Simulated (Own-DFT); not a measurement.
# Same atoms, different arrangement: In48P48, 96 atoms

These are calculations, not measurements. The program, named Own-DFT, is a retired in-house plane-wave density functional code that no person has reviewed. Each row is one single-point run on a periodic cell that was not relaxed, without spin or spin-orbit coupling.

Settings of every run: PBE; PseudoDojo norm-conserving scalar-relativistic files; cutoff 36 hartree; 2 x 3 x 3 k mesh centred on Gamma; Fermi-Dirac smearing of 0.1 eV.

Known limits, some of them of some rows only: not probed for a lower state with spin; forces on such cells failed a check on a denser k mesh; forces not confirmed at this smearing and k mesh; stress not checked against mesh or cutoff.

All cells hold the same atoms in the same cell, with vectors in Å (17.606, 0.000, 0.000); (0.000, 11.737, 0.000); (0.000, 0.000, 11.737). Every atom was moved at random from its ideal site; u is the rms move along one axis. The defect's site can differ from row to row. E is the free energy of the cell above the lowest run. The arrangements:

- A: zincblende InP
- B: zincblende InP, with one In on a P site and one P on an In site, 2.5 Å apart

```
arrangement,u (Å),E (eV),P (GPa)
A,0.0210,0.000,3.20
A,0.0211,0.051,3.21
A,0.0219,0.102,3.22
A,0.0449,2.204,3.48
A,0.0456,2.325,3.50
A,0.0473,2.722,3.56
B,0.0287,4.558,3.50
B,0.0290,4.659,3.52
B,0.0298,4.344,3.49
B,0.0478,6.783,3.76
B,0.0493,7.125,3.85
B,0.0513,6.654,3.75
```

Question: once the cost of the random moves is taken out, how do the arrangements rank?

## Worked answer

Fit E = a + b u², with one b for all and one a for each arrangement, and with residuals divided by u², since the noise grows with the moves. Then b = 1433 eV/Å², the scatter at u = 0.04 Å is 0.22 eV, and against A:

- B: 3.92 ± 0.08 eV (higher)

These are energies of unrelaxed cells. Relaxing the atoms lowers the strained arrangements most, so the gaps would shrink and small ones could change sign.
